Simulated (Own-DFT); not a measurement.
# Computed records: GaN (wurtzite, strained, atoms displaced)

A calculation, not a measurement: plane-wave PBE density functional theory by an unreviewed code, no spin, of a simulated periodic cell, stress positive in tension, free energy of the whole cell less one offset for each atom, forces on such cells passed a denser k mesh, this cell's mesh not checked; offsets are fitted by least squares, one for each functional and potential file, so energies compare only between cells with the same atoms and settings and are not formation energies; the far tail of each file's local potential was reset to the Coulomb form; each entry is a single point on an unrelaxed cell, so the pressure reflects the starting lattice, mostly measured values (interpolated for alloys), from which strain is counted, and rises with the displacements; printed positions are rounded, which can move forces by about a meV/angstrom; the program, named Own-DFT, is a retired in-house code; no spin-orbit coupling. Program: Own-DFT development build.

Settings shared by all entries: functional PBE; potential files PseudoDojo norm-conserving, scalar-relativistic, standard set with the stringent files for Ga; wave cutoff 96 hartree; occupations Gaussian; smearing width 0.01 eV; k mesh 3 x 4 x 3 centred on Gamma.

(1) 
```cif
# cell vector a (Å): 12.9676 0.0427 -0.1106
# cell vector b (Å): -4.8351 8.3205 -0.0475
# cell vector c (Å): -0.0899 -0.1113 10.2767
data_GaN
_symmetry_space_group_name_H-M 'P 1'
_symmetry_Int_Tables_number 1
_cell_length_a 12.9681
_cell_length_b 9.6235
_cell_length_c 10.2777
_cell_angle_alpha 90.567
_cell_angle_beta 90.992
_cell_angle_gamma 119.968
_cell_volume 1110.74
loop_
_atom_site_label
_atom_site_type_symbol
_atom_site_fract_x
_atom_site_fract_y
_atom_site_fract_z
_atom_site_occupancy
Ga1 Ga 0.08776 0.22250 0.00446 1
Ga2 Ga 0.16799 0.10591 0.24240 1
N1 N 0.08087 0.22091 0.19229 1
N2 N 0.16529 0.11131 0.43041 1
Ga3 Ga 0.08794 0.23177 0.50116 1
Ga4 Ga 0.16737 0.11679 0.75391 1
N3 N 0.09098 0.22772 0.69043 1
N4 N 0.16331 0.10591 0.93617 1
Ga5 Ga 0.08440 0.55582 0.99494 1
Ga6 Ga 0.15575 0.43959 0.24769 1
N5 N 0.08657 0.56350 0.19571 1
N6 N 0.16565 0.43860 0.44076 1
Ga7 Ga 0.08500 0.55525 0.49926 1
Ga8 Ga 0.16502 0.45104 0.75709 1
N7 N 0.09072 0.56129 0.69114 1
N8 N 0.17538 0.44990 0.93453 1
Ga9 Ga 0.08532 0.89895 0.99932 1
Ga10 Ga 0.16601 0.77830 0.24883 1
N9 N 0.08333 0.89087 0.18467 1
N10 N 0.16457 0.77363 0.44324 1
Ga11 Ga 0.08409 0.88936 0.50421 1
Ga12 Ga 0.16659 0.77587 0.75079 1
N11 N 0.08423 0.88620 0.69555 1
N12 N 0.17000 0.78406 0.94125 1
Ga13 Ga 0.33789 0.22451 0.99336 1
Ga14 Ga 0.41389 0.11225 0.25415 1
N13 N 0.33106 0.22386 0.18547 1
N14 N 0.42362 0.11381 0.43619 1
Ga15 Ga 0.33477 0.22674 0.49647 1
Ga16 Ga 0.41339 0.11090 0.75183 1
N15 N 0.32538 0.21254 0.69387 1
N16 N 0.41185 0.09836 0.94140 1
Ga17 Ga 0.33290 0.55061 0.99937 1
Ga18 Ga 0.41548 0.44723 0.25148 1
N17 N 0.33343 0.56578 0.17619 1
N18 N 0.41758 0.43895 0.43648 1
Ga19 Ga 0.33546 0.55935 0.50704 1
Ga20 Ga 0.41405 0.44726 0.74766 1
N19 N 0.34268 0.56075 0.68724 1
N20 N 0.41981 0.44647 0.93685 1
Ga21 Ga 0.33061 0.89191 0.99940 1
Ga22 Ga 0.41798 0.77481 0.24899 1
N21 N 0.32278 0.88017 0.19474 1
N22 N 0.41679 0.78486 0.43897 1
Ga23 Ga 0.34059 0.89189 0.50240 1
Ga24 Ga 0.41228 0.76926 0.74818 1
N23 N 0.33138 0.88193 0.68986 1
N24 N 0.40748 0.78291 0.92708 1
Ga25 Ga 0.57813 0.21644 0.00845 1
Ga26 Ga 0.66548 0.11240 0.24897 1
N25 N 0.58203 0.23496 0.18211 1
N26 N 0.67174 0.12766 0.43672 1
Ga27 Ga 0.58391 0.22468 0.50015 1
Ga28 Ga 0.66044 0.10836 0.75232 1
N27 N 0.58506 0.22570 0.68292 1
N28 N 0.67219 0.11650 0.94119 1
Ga29 Ga 0.58491 0.55789 0.99945 1
Ga30 Ga 0.65951 0.43308 0.25059 1
N29 N 0.58217 0.55472 0.19220 1
N30 N 0.66898 0.44738 0.43741 1
Ga31 Ga 0.58010 0.55023 0.50549 1
Ga32 Ga 0.67558 0.45848 0.75152 1
N31 N 0.58672 0.55658 0.68196 1
N32 N 0.65849 0.43898 0.93611 1
Ga33 Ga 0.58502 0.89354 0.00913 1
Ga34 Ga 0.66874 0.78172 0.25333 1
N33 N 0.57899 0.88826 0.18513 1
N34 N 0.66771 0.77175 0.44136 1
Ga35 Ga 0.58610 0.88910 0.49872 1
Ga36 Ga 0.66883 0.77610 0.74668 1
N35 N 0.58585 0.89989 0.69386 1
N36 N 0.66945 0.78284 0.93789 1
Ga37 Ga 0.83271 0.21521 0.99895 1
Ga38 Ga 0.91749 0.11291 0.24514 1
N37 N 0.83861 0.22985 0.18815 1
N38 N 0.90938 0.10427 0.43462 1
Ga39 Ga 0.83681 0.22889 0.50258 1
Ga40 Ga 0.91180 0.11449 0.74173 1
N39 N 0.83118 0.21345 0.68442 1
N40 N 0.91573 0.10595 0.93800 1
Ga41 Ga 0.83514 0.55292 0.99903 1
Ga42 Ga 0.91538 0.44385 0.24739 1
N41 N 0.83911 0.56581 0.19186 1
N42 N 0.91154 0.43215 0.44052 1
Ga43 Ga 0.82866 0.54736 0.49867 1
Ga44 Ga 0.91539 0.45736 0.75141 1
N43 N 0.83493 0.56217 0.68085 1
N44 N 0.92172 0.44366 0.94531 1
Ga45 Ga 0.83169 0.88706 0.00076 1
Ga46 Ga 0.91749 0.77288 0.25639 1
N45 N 0.83615 0.89578 0.18808 1
N46 N 0.91954 0.77933 0.42549 1
Ga47 Ga 0.83863 0.89071 0.49525 1
Ga48 Ga 0.91816 0.78354 0.73745 1
N47 N 0.83354 0.89126 0.68568 1
N48 N 0.91521 0.77624 0.93077 1
_calc_free_energy_of_cell_above_offsets '-4.548'  # eV
_calc_pressure 4.79  # GPa
_calc_stress_xx 0.84  # GPa
_calc_stress_yy -4.21  # GPa
_calc_stress_zz -11.01  # GPa
_calc_stress_yz -2.46  # GPa
_calc_stress_xz -1.92  # GPa
_calc_stress_xy 1.2  # GPa
```

Force:
```tsv
element	x (eV/Å)	y (eV/Å)	z (eV/Å)
Ga	-0.957	-0.079	-0.979
Ga	-0.581	0.79	0.73
N	0.575	0.045	-0.659
N	0.421	0.019	1.241
Ga	-0.13	-2.254	-0.184
Ga	-0.251	-1.038	-0.784
N	-1.444	0.085	-0.156
N	0.499	1.823	0.892
Ga	0.752	1.039	1.072
Ga	1.5	0.921	0.404
N	-0.746	-1.617	-1.335
N	0.151	1.854	-0.525
Ga	-0.407	-0.189	-0.061
Ga	1.129	-0.83	-1.804
N	-1.498	-1.014	-0.326
N	-1.34	-1.105	1.752
Ga	-0.11	-2.262	-0.443
Ga	-0.767	0.527	0.954
N	-0.163	-0.821	0.389
N	0.284	0.77	-0.303
Ga	0.286	0.251	-0.652
Ga	0.31	1.077	0.348
N	-0.438	0.608	-0.973
N	-1.096	-0.924	-0.268
Ga	-0.415	-0.365	0.532
Ga	-0.083	-0.511	-1.334
N	0.431	0.124	-0.091
N	-1.288	-0.116	0.969
Ga	-0.248	-1.622	0.438
Ga	1.076	-0.361	-0.481
N	0.816	1.427	-0.954
N	0.025	2.423	-0.481
Ga	0.481	1.704	-1.469
Ga	-0.195	0.205	-1.163
N	0.25	-1.734	2.8
N	-0.833	1.178	0.703
Ga	-0.068	-0.238	-2.05
Ga	1.662	-0.898	0.292
N	-1.442	-1.247	0.293
N	-0.239	-0.171	-0.162
Ga	0.407	-1.603	1.05
Ga	-1.382	0.662	0.029
N	1.943	1.661	-0.745
N	1.581	-1.282	-0.182
Ga	-1.778	0.169	-0.08
Ga	0.549	2.408	-0.131
N	-0.258	0.819	-0.281
N	1.938	-0.687	2.542
Ga	0.459	0.334	-3.297
Ga	0.334	0.781	0.058
N	0.39	-3.298	1.998
N	0.234	-1.782	-0.168
Ga	0.413	0.413	-0.294
Ga	0.463	1.545	-0.03
N	-0.567	0.243	1.705
N	-1.314	-0.476	0.353
Ga	-0.015	0.401	0.37
Ga	0.456	3.613	0.49
N	-0.176	0.268	-0.36
N	-0.806	-0.503	0.192
Ga	0.683	0.405	-2.414
Ga	-0.637	-1.594	-0.434
N	-0.704	-0.297	2.292
N	1.25	0.239	0.527
Ga	-0.464	-0.536	-3.485
Ga	0.519	-0.357	-0.477
N	0.454	0.344	2.193
N	-0.682	0.512	-0.013
Ga	0.02	0.889	0.449
Ga	-0.737	1.057	0.201
N	0.286	-2.629	-1.201
N	-0.759	-0.689	0.107
Ga	0.67	0.674	0.007
Ga	-0.237	0.034	0.756
N	-0.842	-1.317	-0.253
N	0.815	1.308	0.487
Ga	0.052	-2.028	-0.674
Ga	2.079	-0.397	1.338
N	-1.747	1.999	1.124
N	0.366	0.811	-0.288
Ga	-0.657	0.693	0.33
Ga	0.144	1.009	0.484
N	-0.615	-2.432	-0.897
N	0.385	2.676	-0.466
Ga	0.78	0.821	-1.543
Ga	1.505	-1.4	-0.07
N	0.036	-0.362	1.049
N	-0.997	-0.304	-1.211
Ga	0.849	-0.065	-0.453
Ga	-0.215	1.861	-3.838
N	-0.26	-1.298	0.276
N	0.007	-0.44	5.18
Ga	-0.424	-0.348	-0.083
Ga	0.122	0.44	1.569
N	0.094	-0.25	-0.411
N	0.079	-0.188	0.449
```

(2) 
```cif
# cell vector a (Å): 12.6093 -0.2336 0.1393
# cell vector b (Å): -4.8802 8.4018 0.0165
# cell vector c (Å): 0.1133 0.0861 10.4869
data_GaN
_symmetry_space_group_name_H-M 'P 1'
_symmetry_Int_Tables_number 1
_cell_length_a 12.6122
_cell_length_b 9.7163
_cell_length_c 10.4879
_cell_angle_alpha 89.807
_cell_angle_beta 88.757
_cell_angle_gamma 121.208
_cell_volume 1098.83
loop_
_atom_site_label
_atom_site_type_symbol
_atom_site_fract_x
_atom_site_fract_y
_atom_site_fract_z
_atom_site_occupancy
Ga1 Ga 0.08078 0.21845 0.99558 1
Ga2 Ga 0.16541 0.11183 0.25701 1
N1 N 0.09042 0.22809 0.19392 1
N2 N 0.16300 0.09827 0.43514 1
Ga3 Ga 0.07540 0.21661 0.50211 1
Ga4 Ga 0.17354 0.12289 0.74194 1
N3 N 0.07682 0.22307 0.69142 1
N4 N 0.16851 0.10716 0.93403 1
Ga5 Ga 0.08317 0.55906 0.01027 1
Ga6 Ga 0.16271 0.43604 0.24731 1
N5 N 0.08968 0.55858 0.19011 1
N6 N 0.16823 0.44530 0.44596 1
Ga7 Ga 0.08593 0.55996 0.49578 1
Ga8 Ga 0.15716 0.43494 0.75174 1
N7 N 0.09348 0.56020 0.69660 1
N8 N 0.16729 0.44194 0.94073 1
Ga9 Ga 0.07682 0.88343 0.98845 1
Ga10 Ga 0.16304 0.76851 0.24219 1
N9 N 0.08340 0.89180 0.19304 1
N10 N 0.16910 0.77478 0.43405 1
Ga11 Ga 0.08786 0.89355 0.50196 1
Ga12 Ga 0.16158 0.77766 0.75073 1
N11 N 0.08754 0.89233 0.69445 1
N12 N 0.16402 0.78002 0.93619 1
Ga13 Ga 0.32965 0.22004 0.99827 1
Ga14 Ga 0.42110 0.11265 0.25703 1
N13 N 0.33500 0.21467 0.18757 1
N14 N 0.41185 0.11199 0.44313 1
Ga15 Ga 0.33082 0.22597 0.50212 1
Ga16 Ga 0.41822 0.10028 0.75547 1
N15 N 0.34050 0.23529 0.68728 1
N16 N 0.41704 0.10785 0.94075 1
Ga17 Ga 0.33955 0.56278 0.99751 1
Ga18 Ga 0.41658 0.44086 0.25654 1
N17 N 0.33616 0.55265 0.18132 1
N18 N 0.41390 0.43945 0.43969 1
Ga19 Ga 0.33257 0.55447 0.49921 1
Ga20 Ga 0.41774 0.44512 0.75383 1
N19 N 0.33169 0.55060 0.68843 1
N20 N 0.41721 0.44154 0.93791 1
Ga21 Ga 0.32973 0.88269 0.99978 1
Ga22 Ga 0.41838 0.78664 0.25413 1
N21 N 0.33544 0.89269 0.18373 1
N22 N 0.41401 0.77436 0.44331 1
Ga23 Ga 0.34201 0.89857 0.49343 1
Ga24 Ga 0.41254 0.77900 0.74303 1
N23 N 0.33292 0.89009 0.69047 1
N24 N 0.41827 0.77612 0.93463 1
Ga25 Ga 0.57605 0.22491 0.99896 1
Ga26 Ga 0.66331 0.10228 0.25568 1
N25 N 0.58346 0.22622 0.19287 1
N26 N 0.66811 0.11526 0.43722 1
Ga27 Ga 0.58150 0.22378 0.50123 1
Ga28 Ga 0.66058 0.09680 0.74823 1
N27 N 0.58653 0.21916 0.68254 1
N28 N 0.66073 0.10175 0.93899 1
Ga29 Ga 0.58008 0.55477 0.00132 1
Ga30 Ga 0.66818 0.43885 0.24570 1
N29 N 0.58211 0.54548 0.18645 1
N30 N 0.66436 0.44258 0.43602 1
Ga31 Ga 0.57785 0.55726 0.50545 1
Ga32 Ga 0.65906 0.43929 0.74589 1
N31 N 0.58146 0.56045 0.69388 1
N32 N 0.67326 0.45474 0.93666 1
Ga33 Ga 0.58002 0.88550 0.99385 1
Ga34 Ga 0.67507 0.78395 0.24988 1
N33 N 0.57724 0.87875 0.18493 1
N34 N 0.66579 0.78284 0.43747 1
Ga35 Ga 0.58330 0.89030 0.50408 1
Ga36 Ga 0.66496 0.78251 0.75059 1
N35 N 0.57878 0.88838 0.68503 1
N36 N 0.67090 0.78397 0.94263 1
Ga37 Ga 0.83139 0.22702 0.99375 1
Ga38 Ga 0.90849 0.11587 0.25655 1
N37 N 0.83966 0.22531 0.18864 1
N38 N 0.91383 0.11106 0.44407 1
Ga39 Ga 0.83819 0.21933 0.49614 1
Ga40 Ga 0.92008 0.10961 0.74830 1
N39 N 0.83791 0.22738 0.69250 1
N40 N 0.91864 0.11039 0.94136 1
Ga41 Ga 0.82931 0.55507 0.00656 1
Ga42 Ga 0.92346 0.44602 0.25240 1
N41 N 0.83767 0.55798 0.18991 1
N42 N 0.91557 0.44523 0.43557 1
Ga43 Ga 0.84052 0.55688 0.49963 1
Ga44 Ga 0.91738 0.44802 0.75058 1
N43 N 0.83220 0.55307 0.69360 1
N44 N 0.91522 0.44025 0.93312 1
Ga45 Ga 0.82946 0.88408 0.99210 1
Ga46 Ga 0.91211 0.77622 0.25099 1
N45 N 0.83587 0.89350 0.18969 1
N46 N 0.91312 0.77179 0.44222 1
Ga47 Ga 0.84264 0.90211 0.49708 1
Ga48 Ga 0.92607 0.78191 0.74784 1
N47 N 0.83202 0.88226 0.68904 1
N48 N 0.91576 0.77981 0.93765 1
_calc_free_energy_of_cell_above_offsets '-4.708'  # eV
_calc_pressure 6.32  # GPa
_calc_stress_xx -9.61  # GPa
_calc_stress_yy -7.28  # GPa
_calc_stress_zz -2.06  # GPa
_calc_stress_yz 1.77  # GPa
_calc_stress_xz 1.59  # GPa
_calc_stress_xy -5.35  # GPa
```

Force:
```tsv
element	x (eV/Å)	y (eV/Å)	z (eV/Å)
Ga	1.224	0.453	1.235
Ga	0.493	-0.493	-1.842
N	-1.179	-1.863	-0.674
N	-0.908	2.319	1.623
Ga	1.919	1.29	0.093
Ga	-0.557	-0.686	1.312
N	2.875	0.017	-1.602
N	-1.128	0.298	-0.525
Ga	0.346	-0.835	-2.29
Ga	1.286	1.615	0.756
N	0.022	-1.037	-0.139
N	-0.915	-1.16	-1.354
Ga	0.415	-0.316	1.286
Ga	1.237	1.421	0.811
N	-1.844	0.099	-1.653
N	-0.533	0.426	-0.046
Ga	0.984	1.362	2.231
Ga	-0.559	2.612	1.224
N	0.26	-0.615	-1.075
N	-0.401	0.866	0.172
Ga	0.26	-2.257	-0.13
Ga	1.354	-0.413	0.154
N	0.691	1.352	-1.642
N	0.35	-0.774	0.506
Ga	0.65	-0.039	0.943
Ga	-1.631	-0.456	-0.729
N	-0.342	0.734	0.387
N	0.44	0.62	-0.53
Ga	0.32	-0.663	0.17
Ga	-0.824	1.286	-0.45
N	0.81	-1.405	-0.203
N	-1.206	-0.34	-0.723
Ga	-0.328	-1.442	0.2
Ga	-0.38	-0.214	-1.472
N	-0.257	0.612	1.526
N	-0.495	0.746	-0.076
Ga	0.332	-0.169	0.956
Ga	-1.27	0.358	0.174
N	-0.016	0.414	0.013
N	-0.444	0.089	-0.048
Ga	0.513	0.485	-0.068
Ga	-0.586	-1.971	-0.42
N	0.305	-0.22	0.777
N	0.294	0.743	-0.675
Ga	-1.116	-1.626	1.254
Ga	-0.423	-1.691	0.871
N	-0.146	-0.031	-0.942
N	-1.185	0.277	-0.801
Ga	2.016	0.451	0.746
Ga	-0.218	0.508	-1.467
N	1.613	-1.162	-1.135
N	-0.091	-0.619	0.592
Ga	0.441	0.454	-0.549
Ga	0.422	2.337	0.588
N	-0.384	0.002	1.126
N	-0.416	1.394	-0.449
Ga	0.73	0.233	0.202
Ga	-0.816	0.909	1.23
N	0.416	1.402	0.328
N	-0.03	0.625	0.549
Ga	1.521	0.27	-0.554
Ga	0.736	0.499	0.523
N	1.068	0.232	-0.83
N	-1.549	-1.566	-0.295
Ga	0.557	0.191	1.443
Ga	-2.093	-1.836	0.087
N	1.489	1.449	0.109
N	0.489	-0.155	0.38
Ga	0.233	0.094	-1.165
Ga	0.302	-0.57	0.351
N	1.149	-0.446	0.266
N	-1.888	-1.521	-1.342
Ga	0.635	-1.277	0.555
Ga	2.635	-0.859	-1.135
N	-1.661	0.514	-0.456
N	0.537	0.383	-1.534
Ga	-2.34	1.466	1.826
Ga	-2.751	-1.417	1.461
N	-0.021	-1.012	-0.923
N	-1.274	-0.363	-0.819
Ga	1.442	0.366	-0.833
Ga	-1.515	-0.305	-0.359
N	0.601	-0.236	-0.071
N	1.103	-0.568	0.319
Ga	-1.886	-0.636	0.823
Ga	0.172	-0.261	-0.242
N	0.434	0.722	-1.035
N	-0.254	1.383	1.478
Ga	1.431	1.59	1.516
Ga	0.682	0.467	0.25
N	0.831	0.693	-0.568
N	0.205	1.416	-0.329
Ga	-0.596	-3.48	1.14
Ga	-2.718	-1.585	0.571
N	0.541	1.157	-0.416
N	-0.643	-1.11	-0.523
```

(3) 
```cif
# cell vector a (Å): 12.7015 0.2537 -0.1237
# cell vector b (Å): -4.5982 8.2627 0.1480
# cell vector c (Å): -0.1006 0.1272 10.5519
data_GaN
_symmetry_space_group_name_H-M 'P 1'
_symmetry_Int_Tables_number 1
_cell_length_a 12.7046
_cell_length_b 9.4571
_cell_length_c 10.5531
_cell_angle_alpha 88.234
_cell_angle_beta 91.090
_cell_angle_gamma 117.956
_cell_volume 1119.44
loop_
_atom_site_label
_atom_site_type_symbol
_atom_site_fract_x
_atom_site_fract_y
_atom_site_fract_z
_atom_site_occupancy
Ga1 Ga 0.08335 0.21939 0.00504 1
Ga2 Ga 0.17208 0.12218 0.25150 1
N1 N 0.08115 0.23113 0.19358 1
N2 N 0.16431 0.10317 0.44248 1
Ga3 Ga 0.08479 0.21770 0.50187 1
Ga4 Ga 0.16345 0.11752 0.74521 1
N3 N 0.08214 0.21856 0.68284 1
N4 N 0.16267 0.11782 0.93899 1
Ga5 Ga 0.08628 0.56013 0.00095 1
Ga6 Ga 0.17221 0.44848 0.25107 1
N5 N 0.08253 0.55972 0.18520 1
N6 N 0.17061 0.45289 0.44355 1
Ga7 Ga 0.09143 0.55596 0.49877 1
Ga8 Ga 0.17401 0.44501 0.74882 1
N7 N 0.08248 0.56219 0.68708 1
N8 N 0.17040 0.45473 0.93671 1
Ga9 Ga 0.08455 0.88504 0.99175 1
Ga10 Ga 0.16920 0.78097 0.25721 1
N9 N 0.08548 0.88161 0.18376 1
N10 N 0.16541 0.77491 0.44306 1
Ga11 Ga 0.08044 0.88276 0.50398 1
Ga12 Ga 0.17122 0.77672 0.74317 1
N11 N 0.08949 0.89547 0.68914 1
N12 N 0.17094 0.77646 0.93770 1
Ga13 Ga 0.33556 0.22217 0.00515 1
Ga14 Ga 0.41876 0.10924 0.25110 1
N13 N 0.33051 0.22118 0.19025 1
N14 N 0.41758 0.10781 0.43515 1
Ga15 Ga 0.32956 0.22335 0.50044 1
Ga16 Ga 0.42464 0.12490 0.75533 1
N15 N 0.32633 0.21179 0.68771 1
N16 N 0.42113 0.11526 0.94204 1
Ga17 Ga 0.32616 0.53875 0.99379 1
Ga18 Ga 0.41385 0.44611 0.24528 1
N17 N 0.34742 0.55709 0.19202 1
N18 N 0.42125 0.45005 0.43658 1
Ga19 Ga 0.33668 0.55837 0.50245 1
Ga20 Ga 0.41677 0.46003 0.75392 1
N19 N 0.32785 0.55974 0.67977 1
N20 N 0.41396 0.43445 0.94051 1
Ga21 Ga 0.32756 0.88456 0.00260 1
Ga22 Ga 0.42412 0.78662 0.25170 1
N21 N 0.33200 0.89138 0.18612 1
N22 N 0.41794 0.76853 0.43335 1
Ga23 Ga 0.33401 0.87993 0.49568 1
Ga24 Ga 0.41634 0.77064 0.74997 1
N23 N 0.33642 0.88292 0.68382 1
N24 N 0.40967 0.77421 0.94507 1
Ga25 Ga 0.57928 0.21396 0.99251 1
Ga26 Ga 0.65854 0.10901 0.26165 1
N25 N 0.57970 0.22020 0.18776 1
N26 N 0.66562 0.11671 0.43621 1
Ga27 Ga 0.58003 0.21654 0.50168 1
Ga28 Ga 0.66679 0.12272 0.75273 1
N27 N 0.58463 0.21668 0.69359 1
N28 N 0.66164 0.11511 0.93859 1
Ga29 Ga 0.58459 0.55145 0.01049 1
Ga30 Ga 0.66784 0.44693 0.23740 1
N29 N 0.58638 0.56452 0.18676 1
N30 N 0.66581 0.44822 0.43834 1
Ga31 Ga 0.58731 0.56856 0.50216 1
Ga32 Ga 0.66154 0.44325 0.74301 1
N31 N 0.58743 0.56018 0.68302 1
N32 N 0.66181 0.44038 0.93186 1
Ga33 Ga 0.58341 0.88883 0.00519 1
Ga34 Ga 0.67016 0.78759 0.25061 1
N33 N 0.58257 0.88174 0.18904 1
N34 N 0.66297 0.78393 0.44111 1
Ga35 Ga 0.58194 0.89722 0.50240 1
Ga36 Ga 0.66210 0.77732 0.75214 1
N35 N 0.59093 0.88757 0.67558 1
N36 N 0.65770 0.76326 0.93826 1
Ga37 Ga 0.83429 0.21906 0.99698 1
Ga38 Ga 0.92273 0.10788 0.25236 1
N37 N 0.83403 0.23044 0.18109 1
N38 N 0.91516 0.10731 0.43680 1
Ga39 Ga 0.83258 0.22165 0.49803 1
Ga40 Ga 0.91595 0.10682 0.74734 1
N39 N 0.83439 0.22794 0.69658 1
N40 N 0.91987 0.11126 0.93760 1
Ga41 Ga 0.83064 0.55647 0.99339 1
Ga42 Ga 0.91481 0.45254 0.24797 1
N41 N 0.83607 0.55759 0.18073 1
N42 N 0.91703 0.44258 0.44304 1
Ga43 Ga 0.83763 0.56278 0.49759 1
Ga44 Ga 0.91310 0.43210 0.75261 1
N43 N 0.82907 0.54447 0.69072 1
N44 N 0.91164 0.44112 0.93279 1
Ga45 Ga 0.83903 0.89087 0.00057 1
Ga46 Ga 0.90870 0.77170 0.25450 1
N45 N 0.82483 0.87931 0.19248 1
N46 N 0.92096 0.78634 0.43984 1
Ga47 Ga 0.83030 0.88795 0.49593 1
Ga48 Ga 0.91580 0.77841 0.75309 1
N47 N 0.84004 0.89121 0.69009 1
N48 N 0.92202 0.79031 0.93930 1
_calc_free_energy_of_cell_above_offsets '-3.380'  # eV
_calc_pressure 3.55  # GPa
_calc_stress_xx -8.13  # GPa
_calc_stress_yy -2.25  # GPa
_calc_stress_zz -0.26  # GPa
_calc_stress_yz 2.59  # GPa
_calc_stress_xz -2.22  # GPa
_calc_stress_xy 6.59  # GPa
```

Force:
```tsv
element	x (eV/Å)	y (eV/Å)	z (eV/Å)
Ga	-1.023	1.068	-0.019
Ga	-0.298	-2.031	0.112
N	1.116	-0.389	-0.646
N	0.172	0.762	-0.938
Ga	-0.798	0.572	-0.739
Ga	2.022	-1.499	1.429
N	-1.7	1.622	0.328
N	1.999	-0.805	-0.528
Ga	-1.041	-0.513	-0.135
Ga	-0.264	0.904	0.232
N	0.601	-0.011	0.767
N	1.721	-1.881	-1.262
Ga	-2.507	-0.01	1.217
Ga	-2.463	-0.355	0.038
N	0.623	-1.408	0.047
N	-0.356	-1.999	-0.403
Ga	0.201	0.897	1.173
Ga	0.15	-0.585	-0.619
N	-1.932	1.394	0.336
N	0.462	0.413	-0.627
Ga	0.419	0.528	0.323
Ga	0.077	0.35	0.747
N	-1.019	-0.623	0.196
N	-0.86	0.244	-1.012
Ga	-0.828	-1.103	-0.416
Ga	-0.517	0.149	-0.099
N	0.536	0.589	-0.167
N	-0.332	-0.162	0.618
Ga	1.025	0.057	-0.05
Ga	-0.724	-1.925	-0.345
N	0.191	1.933	0.045
N	-1.275	-1.212	-0.569
Ga	0.705	2.22	1.73
Ga	4.238	-1.88	2.178
N	-5.472	2.018	-2.082
N	-0.165	-0.773	0.285
Ga	0.218	-0.9	-1.459
Ga	1.557	-1.806	-0.526
N	1.26	-0.074	1.315
N	0.363	1.219	-0.663
Ga	0.547	0.681	-0.15
Ga	-0.535	-1.412	-0.757
N	0.443	-0.137	0.772
N	-0.227	1.555	0.425
Ga	-0.462	0.799	0.645
Ga	0.135	1.492	0.73
N	-0.358	1.163	0.132
N	1.659	-0.417	-1.055
Ga	-0.39	1.889	1.924
Ga	1.645	0.379	-2.776
N	-0.126	0.488	-0.659
N	0.764	-0.453	1.362
Ga	-0.864	1.596	-0.03
Ga	3.118	-2.388	0.771
N	-2.799	1.697	-1.917
N	2.571	-1.643	-0.565
Ga	-0.532	-0.272	-1.656
Ga	0.197	-0.528	1.673
N	-0.339	-0.462	0.864
N	0.599	-0.076	-0.361
Ga	0.003	-1.41	-1.054
Ga	1.493	-0.007	0.787
N	-1.964	0.141	0.783
N	0.34	0.226	0.562
Ga	-0.515	-0.433	-0.844
Ga	0.042	-1.866	1.173
N	-1.256	2.137	-0.13
N	0.982	0.519	-0.906
Ga	0.173	-0.68	-1.316
Ga	2.049	-0.257	0.315
N	-2.214	1.051	2.445
N	0.564	1.844	-0.046
Ga	-0.842	0.451	0.55
Ga	-2.132	0.321	-0.393
N	0.056	-1.098	1.34
N	0.253	0.589	0.311
Ga	0.05	0.328	0.532
Ga	0.159	0.299	0.415
N	-0.094	-2.321	-1.747
N	-0.188	-0.091	-0.046
Ga	0.171	-0.111	-0.283
Ga	2.03	-1.567	0.565
N	-1.855	0.63	-0.012
N	0.348	0.588	-1.002
Ga	-0.558	-1.139	0.905
Ga	0.512	2.612	-0.227
N	-0.55	1.482	-0.468
N	0.958	0.563	1.008
Ga	-1.711	-0.164	0.395
Ga	1.987	0.381	-0.717
N	1.118	1.93	-1.034
N	-0.29	-0.958	-0.425
Ga	-0.234	0.035	1.133
Ga	1.566	-1.017	-0.352
N	-1.937	-0.086	-0.854
N	0.355	-1.868	-0.552
```
